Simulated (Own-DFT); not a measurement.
## Calculated data, Hf$_{36}$O$_{71}$ (tetragonal hafnia with one neutral oxygen vacancy, atoms displaced)

A calculation, not a measurement: plane-wave PBE and HSE06 DFT by an unreviewed code, no spin, of a simulated cell at Gamma alone, so results move with cell size and shape, stress positive in tension, energies less offsets, not probed for a lower state with spin; hafnium file: forces about 75 meV/angstrom off all-electron values; oxygen file: force components 24 meV/angstrom off all-electron in a glass; k mesh not checked against a denser one; forces and stress are PBE's, HSE06 gives the energy alone, and its difference from PBE has offsets of its own; offsets are fitted by least squares, one for each functional and potential file, so energies compare only between cells with the same atoms and settings and are not formation energies; the far tail of each file's local potential was reset to the Coulomb form; each entry is a single point on an unrelaxed cell, so the pressure reflects the starting lattice, taken from the Materials Project, from which strain is counted, and rises with the displacements; printed positions are rounded, which can move forces by about a meV/angstrom; the program is a retired in-house code; no spin-orbit coupling. Program: Own-DFT development build.

Settings shared by all entries: first functional PBE; second functional HSE06; exact exchange share 0.25; screening 0.11 1/bohr; exchange divergence Gygi-Baldereschi; potential files PseudoDojo norm-conserving, scalar-relativistic, made for PBE, standard set; wave cutoff 48 hartree; occupations fixed; k mesh 1 x 1 x 1 centred on Gamma.

(1) 
```xyz
107
Lattice="10.7800 0.0000 0.0000 0.0000 10.7800 0.0000 0.0000 0.0000 10.4493" Properties=species:S:1:pos:R:3:force_x:R:1:force_y:R:1:force_z:R:1 formula=Hf36O71 PBE_energy_of_cell_above_offsets=-100.854 HSE06_less_PBE_above_offsets=-0.137 PBE_pressure=1.25 PBE_stress_xx=-1.2 PBE_stress_yy=-0.41 PBE_stress_zz=-2.14 PBE_stress_yz=0.24 PBE_stress_xz=-0.17 PBE_stress_xy=0.02
Hf     0.0731    10.7728     0.0015     -1.735      -0.36     -0.478
Hf     1.7675     1.7915     2.5747      1.229      1.166      0.878
O     10.7686     1.8075     1.6261      0.486     -0.137     -0.965
O      1.8447     0.0322     3.6045     -0.495     -0.284      0.455
O     10.7619     1.8140     4.2022      0.031     -0.812     -0.164
O      1.7750     0.0117     1.0311      0.304     -0.057       0.24
Hf     0.0423    10.7704     5.1963     -0.713      0.189      0.616
Hf     1.7644     1.8103     7.8240      0.983      0.606      0.107
O      0.0408     1.8228     6.7576     -0.767     -0.142       0.61
O      1.7708     0.0489     8.8439      0.104      -0.86      0.265
O     10.7536     1.8131     9.4423     -0.006     -0.581     -0.343
O      1.8239    10.7514     6.2422     -0.447      0.056       0.03
Hf    10.7682     3.5464     0.0216      0.577      1.464     -0.404
Hf     1.8141     5.4025     2.5764     -0.362     -0.974      1.198
O      0.0046     5.4135     1.6036      -0.04     -0.153       0.01
O      1.7893     3.5782     3.6453     -0.099     -0.027     -0.763
O      0.0659     5.3983     4.2704     -0.247     -0.389     -0.593
O      1.8445     3.5959     1.0148     -1.012     -0.198     -0.086
Hf    10.7522     3.5631     5.2485      1.433      0.769     -0.664
Hf     1.7903     5.3865     7.7922      -0.35     -0.345      0.611
O      0.0048     5.3562     6.8241     -0.378      0.091      0.102
O      1.8639     3.5813     8.8467     -0.311      0.159      0.038
O     10.7457     5.4086     9.4493      0.437     -0.472      0.188
O      1.8033     3.6316     6.2352      0.028     -0.242       0.09
Hf     0.0198     7.1783     0.0343     -0.722     -0.229     -0.839
Hf     1.8153     8.9713     2.6591      0.496      0.092     -0.243
O      0.0178     8.9664     1.6551      0.012      0.074     -0.591
O      1.8339     7.1829     3.6170     -0.257      0.408      0.377
O      0.0028     9.0064     4.2064      0.263     -0.221     -0.232
O      1.7593     7.1768     1.0320       1.27      0.039      0.072
Hf     0.0115     7.1720     5.1632      -0.71      0.132      1.134
Hf     1.8215     8.9569     7.8141     -1.155      0.066      0.346
O      0.0155     9.0030     6.8146      0.008      0.148      0.309
O      1.8206     7.1758     8.8837      0.033      0.191      -0.22
O      0.0166     9.0057     9.4293      0.393      -0.46      0.572
O      1.7928     7.1799     6.2670     -0.058      0.349     -0.183
Hf     3.5435    10.7328     0.0335      1.254      1.062     -0.355
Hf     5.3549     1.7935     2.6278      0.983       0.14     -0.495
O      3.6102     1.7910     1.5961     -0.771      -0.08      0.074
O      5.3849     0.0015     3.6493      0.206     -0.232     -0.019
O      3.6105     1.8325     4.1988      0.217     -1.243      0.192
O      5.3657     0.0354     0.9834       0.25     -0.526     -0.021
Hf     3.5808    10.7264     5.2715      0.644      1.043     -1.047
Hf     5.3988     1.7772     7.8285     -0.383      0.716      0.417
O      3.5797     1.8120     6.8366       0.07      -0.19     -0.176
O      5.4070     0.0330     8.8153      0.196     -1.258      0.117
O      3.6522     1.7734     9.4574     -0.251     -0.061      0.227
O      5.4111    10.7594     6.2446     -0.174     -0.417      0.153
Hf     3.6010     3.6125    10.4367      0.695     -0.729     -0.267
Hf     5.3852     5.3640     2.5667      0.474      0.706      0.508
O      3.5794     5.3360     1.6377      0.184      0.261     -1.256
O      5.3960     3.6300     3.5713      -0.11     -0.923      0.558
O      3.5714     5.4188     4.1932      0.067     -0.457      0.567
O      5.4384     3.5857     1.0012     -0.635      0.255     -0.287
Hf     3.6255     3.5346     5.2178     -1.193      1.081     -0.545
Hf     5.3946     5.3918     7.8228      0.047      0.063       0.35
O      3.5476     5.4258     6.8394      1.342       0.25     -0.442
O      5.3876     3.6038     8.8160      0.087     -0.136      -0.29
O      3.6439     5.4005     9.3927     -0.192       0.03      0.698
O      5.3774     3.5717     6.1630      0.603      0.218      0.758
Hf     3.5818     7.1669    10.4235      0.588     -0.073      0.487
Hf     5.4274     8.9954     2.6261     -0.661     -0.636      0.034
O      3.6136     8.9839     1.6232     -0.576      0.159     -0.464
O      5.3857     7.1619     3.6055     -0.081      0.441      0.573
O      3.5682     9.0260     4.1774     -0.048     -0.893      0.643
O      5.3914     7.1740     1.1224     -0.005      0.138     -1.566
Hf     3.5781     7.1693     5.2361      0.412     -0.439      -0.72
Hf     5.3705     9.0038     7.8289      0.918     -0.284      0.238
O      3.6147     8.9927     6.7999     -0.179     -0.011     -0.045
O      5.4187     7.1655     8.8925     -0.145      0.623     -0.444
O      3.6127     8.9622     9.4154     -0.168      0.269      0.021
O      5.4265     7.1971     6.2285     -0.978      0.503      0.531
Hf     7.2118    10.7316    10.4449     -0.443      1.702       0.74
Hf     9.0292     1.7774     2.6229     -1.914       0.11      0.018
O      7.2023     1.7698     1.5814      0.072      0.085      0.601
O      8.9773     0.0082     3.6154      0.117     -1.028      0.477
O      7.2049     1.7536     4.2190     -0.119      0.803      0.253
O      8.9520    10.7376     1.0423      1.392      0.079     -0.569
Hf     7.1868    10.7702     5.2373      0.385      0.389     -0.291
Hf     8.9811     1.7926     7.8208     -0.223     -0.381      0.291
O      7.1804     1.7819     6.8075      0.435      0.115      0.349
O      9.0123    10.7046     8.8563     -0.434      1.685      0.214
O      7.1910     1.8237     9.4580      0.471      -0.85     -0.781
O      8.9934     0.0286     6.2926     -0.014      -0.29     -0.614
Hf     7.2263     3.5925    10.4324     -0.463     -0.007      0.526
Hf     8.9630     5.3600     2.5783      0.045      0.342      0.801
O      7.2171     5.3725     1.6400     -0.232     -0.148     -0.671
O      8.9790     3.5922     3.6097       0.29     -0.144      0.137
O      7.2198     5.3507     4.2018      0.023      0.813      0.178
O      9.0269     3.5652     0.9906     -0.376      0.171      0.559
Hf     7.2074     3.6241     5.2258     -0.386     -0.341     -0.829
Hf     8.9842     5.3555     7.8259     -0.063      1.312      0.341
O      7.1858     5.4143     6.7884      0.021      -0.67      0.431
O      9.0079     3.6418     8.8892      0.033     -1.351     -0.742
O      7.2123     5.3695     9.4558     -0.153      0.753     -0.152
O      8.9954     3.5849     6.2149      -0.54     -0.172      0.962
Hf     7.2158     7.2647     0.0005      -0.79     -2.373      0.341
Hf     9.0126     8.9495     2.6063     -0.128      0.532      0.112
O      7.1921     9.0356     1.6043      0.076     -0.358     -0.167
O      8.9955     7.1840     3.6338      0.365      -0.18     -0.218
O      7.1472     8.8881     4.2357      0.175      2.721     -0.389
O      8.9643     7.1601     1.0177      0.435      0.562      0.233
Hf     7.1596     7.2494     5.2283      1.021     -2.774      0.452
Hf     8.9494     8.9893     7.8618      0.533     -1.085     -1.079
O      8.9778     7.1824     8.8684     -0.172      0.262     -0.186
O      7.1888     8.9553     9.4615     -0.104       0.88      -1.13
O      9.0025     7.2051     6.2570     -0.239      0.396     -0.391
```

Units: PBE_energy_of_cell_above_offsets, HSE06_less_PBE_above_offsets in eV; PBE_pressure, PBE_stress_xx, PBE_stress_yy, PBE_stress_zz, PBE_stress_yz, PBE_stress_xz, PBE_stress_xy in GPa; force_x, force_y, force_z in eV/Å.

(2) 
```xyz
107
Lattice="10.7800 0.0000 0.0000 0.0000 10.7800 0.0000 0.0000 0.0000 10.4493" Properties=species:S:1:pos:R:3:force_x:R:1:force_y:R:1:force_z:R:1 formula=Hf36O71 PBE_energy_of_cell_above_offsets=-97.998 HSE06_less_PBE_above_offsets=0.017 PBE_pressure=2.23 PBE_stress_xx=-0.58 PBE_stress_yy=-3.17 PBE_stress_zz=-2.93 PBE_stress_yz=0.76 PBE_stress_xz=-0.13 PBE_stress_xy=-0.09
Hf    10.7497     0.0362     0.0443       0.71      0.031     -0.144
Hf     1.7949     1.7526     2.6238      1.228      1.152      0.507
O      0.0546     1.8681     1.6667     -1.797     -0.507     -1.464
O      1.7835     0.0719     3.6746     -0.447     -1.873      0.133
O      0.0439     1.8520     4.1751      -1.05     -1.305      0.369
O      1.7712    10.6400     1.1231     -0.307      1.017     -1.483
Hf    10.7641    10.7299     5.1942      0.352      3.239      1.059
Hf     1.7220     1.8181     7.7467      1.461     -0.192      0.841
O      0.0401     1.7220     6.8344     -2.317      0.375     -0.434
O      1.7605     0.0576     8.8191      0.335     -1.179      0.946
O     10.7516     1.7942     9.4264       -0.2     -0.097      0.209
O      1.7448     0.0718     6.3037      0.916     -0.892      -0.95
Hf    10.7685     3.5294     0.0137      0.065      2.128       0.38
Hf     1.7815     5.4033     2.6228      -0.03     -1.145      0.079
O     10.7180     5.3800     1.5935      1.171      0.046       0.31
O      1.7572     3.6052     3.6288     -0.194      0.407     -0.465
O      1.7966     3.6499     0.9965     -0.245      0.154     -0.482
Hf    10.7781     3.5819     5.1270      0.266      1.306      0.394
Hf     1.8203     5.3271     7.7797     -0.321      0.834      0.396
O      0.0809     5.4860     6.8267     -1.248     -0.776     -0.624
O      1.7769     3.5841     8.8216     -0.037     -0.286     -0.021
O      0.0191     5.3815     9.3802      0.054      0.138      1.116
O      1.7905     3.5428     6.1793     -0.365      0.299      0.559
Hf    10.7678     7.2786     0.0213     -0.347     -2.293     -1.082
Hf     1.7052     8.9513     2.6562      2.547      1.317       0.13
O     10.7789     8.9660     1.6114     -1.259     -0.082     -0.309
O      1.9404     7.1899     3.6546     -1.398      0.299     -0.386
O      0.1112     9.0189     4.2942     -0.219     -0.681     -2.123
O      1.7092     7.2319     1.0682      0.538     -0.338     -0.146
Hf    10.7791     7.2866     5.2147     -0.242     -3.463      1.019
Hf     1.7472     8.9545     7.8153      1.512      1.035     -0.175
O     10.7448     8.9679     6.7857      0.766      0.065      0.063
O      1.7746     7.2716     8.8611      0.165     -1.338      0.586
O     10.7511     9.0326     9.4727     -0.139       0.21     -0.403
O      1.7664     7.1235     6.2382      0.647      1.078     -0.183
Hf     3.5644     0.0064    10.4131     -0.265     -0.411      1.387
Hf     5.4088     1.6761     2.6377     -1.078      3.426     -1.377
O      3.5491     1.8327     1.5909      0.269     -0.911     -0.053
O      5.3387    10.7521     3.4894      0.422     -1.262      2.868
O      3.5483     1.7745     4.2120      0.558      -0.22      0.605
O      5.4308     0.0466     1.1156     -0.715     -0.642     -2.353
Hf     3.6112    10.7280     5.2717     -1.593      0.335     -0.465
Hf     5.2871     1.7650     7.8903      2.218      1.743     -1.385
O      3.5982     1.8761     6.8707     -0.324     -0.021     -0.687
O      5.3805     0.0638     8.8182     -0.021     -1.867      1.434
O      3.5558     1.7986     9.4554      0.568     -0.437     -0.436
O      5.3271    10.7677     6.2567      1.026      0.155     -0.215
Hf     3.5819     3.6028    10.3724     -0.026     -0.202      1.922
Hf     5.3646     5.4858     2.6460     -0.255     -2.601     -0.962
O      3.5930     5.4052     1.5533       -0.3      0.886      0.235
O      5.3736     3.5915     3.6098     -0.116      0.221      0.378
O      3.4921     5.4167     4.2267      0.913      -0.84     -0.427
O      5.3052     3.5771     1.0487       0.54      0.072     -0.967
Hf     3.6367     3.5482     5.2422      0.012      0.527     -0.996
Hf     5.4105     5.4043     7.8294     -0.513     -0.206     -0.033
O      3.6233     5.3684     6.7731     -0.056      0.034      0.395
O      5.4243     3.5945     8.8986      0.018      0.032     -0.448
O      3.6259     5.3447     9.3661     -0.411      1.413      0.124
O      5.4261     3.6547     6.2203     -0.823     -0.193      0.695
Hf     3.4986     7.1568     0.0393      0.945     -0.037     -0.216
Hf     5.4132     8.9767     2.5213     -0.872      0.163     -0.214
O      3.5136     8.9876     1.5884      1.113     -0.619      0.138
O      5.4106     7.2254     3.5564     -0.053      0.138       1.27
O      3.5842     9.0239     4.2250      0.074     -0.449     -0.106
O      5.4309     7.1392     1.0182     -0.993      0.957     -0.362
Hf     3.5955     7.1750     5.2073     -0.949      0.441      0.356
Hf     5.4628     8.9972     7.9204     -1.315     -0.693     -1.176
O      3.6076     8.9503     6.8215     -0.576      0.312      0.622
O      5.4008     7.1944     8.8580      0.377     -0.315     -0.198
O      3.6496     8.9315     9.4310     -0.027      1.091       0.41
O      5.3502     7.1997     6.1984      1.479     -0.399      0.216
Hf     7.2096     0.0136    10.3623      -0.71      0.115      1.516
Hf     8.9279     1.8560     2.6512     -0.177      0.226     -0.353
O      7.1521     1.8180     1.5895      0.758      0.032      0.334
O      8.9075     0.0080     3.5984      0.729     -0.629     -0.223
O      7.2196     1.8152     4.2843     -0.489     -0.852     -1.003
O      8.9208    10.7789     0.9512      1.511      0.103      0.593
Hf     7.1502    10.7538     5.1815      0.775      1.076      1.393
Hf     9.0462     1.7981     7.9341     -1.585      0.955     -2.014
O      7.2002     1.7570     6.8312     -0.396     -0.102        1.1
O      8.9924     0.0243     8.8642     -0.126     -0.961      -0.11
O      7.1787     1.7675     9.4629      0.156      0.636     -0.359
O      8.9845    10.7567     6.1966     -0.168     -0.418     -0.034
Hf     7.0748     3.5834    10.4429      0.121      0.267      0.741
Hf     8.9496     5.3950     2.4925     -0.456     -0.726      1.068
O      7.1023     5.4037     1.5472      0.346     -0.093      0.532
O      8.8337     3.6211     3.6058      1.315     -0.179       -0.2
O      7.2448     5.3275     4.2395     -0.741       2.83     -0.435
O      8.9196     3.6163     1.0066      0.558     -0.391       0.01
Hf     7.1699     3.6470     5.2405       0.73     -1.444      0.415
Hf     9.0159     5.3693     7.8399      0.876     -0.143      -0.19
O      7.2006     5.3470     6.8767     -0.064      0.422     -0.464
O      8.9079     3.6399     8.8922      0.586     -1.378     -0.371
O      7.2832     5.4196     9.4677     -0.539     -0.008     -0.369
O      9.0249     3.5604     6.2050      0.325      0.353      0.369
Hf     7.2076     7.1642     0.0081     -0.779     -0.804      0.065
Hf     9.0003     8.9653     2.5524     -1.544      0.384      0.878
O      7.2345     9.0349     1.6036     -0.187     -0.581     -0.246
O      9.0268     7.1723     3.5825      0.348      0.817      0.723
O      7.1557     8.9848     4.2073      0.105     -0.697     -0.267
O      8.9600     7.1082     1.0684      0.386      1.011     -0.877
Hf     7.1904     7.1924     5.2393      0.064     -0.295      0.098
Hf     9.0380     8.9638     7.8104     -1.322      0.215      0.032
O      7.1712     8.9770     6.7790      0.476     -0.066       0.71
O      9.0709     7.1699     8.7687     -0.155      1.022      1.266
O      7.2075     8.9549     9.4794     -0.232      0.451     -1.077
O      8.9908     7.1544     6.3117     -0.318      0.546     -1.454
```

Units: PBE_energy_of_cell_above_offsets, HSE06_less_PBE_above_offsets in eV; PBE_pressure, PBE_stress_xx, PBE_stress_yy, PBE_stress_zz, PBE_stress_yz, PBE_stress_xz, PBE_stress_xy in GPa; force_x, force_y, force_z in eV/Å.
